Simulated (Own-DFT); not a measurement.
# How strain changes the stress of C40 NbSi2, 36 atoms (Nb12Si24)

All numbers below are calculated, not measured. The program, named Own-DFT, is a retired in-house plane-wave density functional code that no person has reviewed. Each row is one single-point run on a periodic cell that was not relaxed, without spin or spin-orbit coupling.

Settings of every run: PBE; PseudoDojo norm-conserving scalar-relativistic files; cutoff 42 hartree; 4 x 4 x 5 k mesh centred on Gamma; cold (Marzari-Vanderbilt) smearing of 0.2 eV.

Known limits: forces on such cells failed a check on a denser k mesh; stress not checked against mesh or cutoff.

Unstrained cell vectors in Å: (0.000, 8.324, 0.000); (-9.613, 0.000, 0.000); (0.000, 0.000, 6.586). The unstrained cell was taken from the Materials Project. The random moves and any unrelaxed bonds add to the pressure at no strain. Each run strains this cell uniformly, with the atoms carried along. Every atom was also moved at random, by a Gaussian of width 0.05 Å on each axis. Strain is the symmetric tensor, in per cent. Stress is positive in tension, and the pressure is minus a third of its trace.

```
run,e_xx (%),e_yy (%),e_zz (%),e_yz (%),e_xz (%),e_xy (%),s_xx (GPa),s_yy (GPa),s_zz (GPa),s_yz (GPa),s_xz (GPa),s_xy (GPa),P (GPa),E (meV/atom)
1,-1.42,1.61,-0.64,-1.00,-1.63,-0.22,-7.70,1.95,-7.59,-3.19,-6.37,-1.01,4.44,41.7
2,-0.59,-0.86,0.74,0.04,-1.51,1.19,-5.17,-4.67,-1.81,-0.10,-5.14,3.70,3.88,21.2
3,1.58,1.75,1.84,0.33,-1.37,0.76,5.64,5.88,6.55,0.96,-3.25,1.92,-6.02,17.8
4,-0.07,0.60,-0.95,0.56,-0.91,0.13,-2.44,-1.40,-7.87,1.58,-3.24,0.62,3.90,23.4
5,-0.99,-0.79,1.28,-1.92,-0.11,1.25,-6.15,-5.23,0.57,-6.13,0.04,4.04,3.60,31.8
6,0.90,-0.68,-0.85,-1.38,-1.68,1.25,-0.62,-5.34,-7.87,-4.28,-5.21,3.69,4.61,34.8
7,-0.67,0.94,-0.64,-1.43,1.96,0.68,-5.07,-0.05,-7.03,-3.85,6.00,1.59,4.05,35.5
8,0.11,0.74,0.97,-1.98,0.53,0.45,-0.97,0.11,-0.63,-5.82,1.28,1.54,0.50,52.4
9,-0.95,0.52,0.57,-1.44,-0.64,-1.89,-5.67,-0.58,-1.58,-4.40,-1.65,-5.71,2.61,28.4
10,1.55,1.54,-1.61,0.37,-0.87,-0.39,3.18,2.74,-8.86,1.50,-2.80,-0.89,0.98,21.6
11,-0.27,-0.32,1.04,-0.63,-0.73,-1.22,-3.32,-2.98,1.13,-1.82,-2.50,-3.94,1.72,19.8
12,1.74,-1.53,-0.16,1.87,-1.92,1.47,2.36,-7.43,-5.43,6.58,-5.92,4.12,3.50,47.0
13,1.89,1.83,-1.69,-1.15,-1.96,1.42,3.62,4.13,-8.78,-3.36,-6.22,3.69,0.35,33.8
14,1.22,0.81,-0.22,0.79,0.13,-0.26,2.84,1.92,-2.80,2.57,1.07,-0.45,-0.65,0.0
15,-1.37,0.05,-1.33,-0.02,0.24,1.42,-9.45,-4.09,-10.76,-0.09,0.57,4.44,8.10,30.0
16,-1.76,0.76,0.24,-1.22,1.24,-0.82,?,?,?,?,?,?,?,?
```

E is the free energy for each atom above the lowest run shown.

## Worked fit

Each stress component was fitted by least squares to a constant and the strains of the runs shown, as fractions, with shears doubled. Shear strains stay in the fit of a normal stress only where such slopes are resolved. The slopes, in GPa:

| stress | at no strain | per e_xx | per e_yy | per e_zz | scatter |
|---|---|---|---|---|---|
| s_xx | -2.8 | 379 ± 10 | 73 ± 12 | 78 ± 11 | 0.45 |
| s_yy | -2.5 | 58 ± 11 | 361 ± 13 | 70 ± 12 | 0.48 |
| s_zz | -4.1 | 73 ± 16 | 72 ± 18 | 445 ± 17 | 0.70 |

Each shear stress against twice its own strain: yz 155 ± 4, xz 165 ± 7, xy 148 ± 5 GPa. These are stiffnesses along x, y and z of the frame in which the cell vectors are given, which need not be the crystal's axes. The atoms are held to the strained lattice; where symmetry lets them move under strain, relaxing them would lower some slopes. The table should be nearly symmetric about its diagonal, and what it lacks of that shows the noise. A ninth of its sum, 179 ± 7 GPa, estimates the bulk modulus near the mean pressure of these runs, 2.4 GPa, so it lies above the value at zero pressure.

## Withheld run

Question: what normal stresses and pressure should run 16 give?

The fit gives s_xx = -8.7, s_yy = -0.6, s_zz = -3.8 and P = 4.4 GPa. The calculation gave -8.83, -1.49, -4.00 and P = 4.77 GPa.
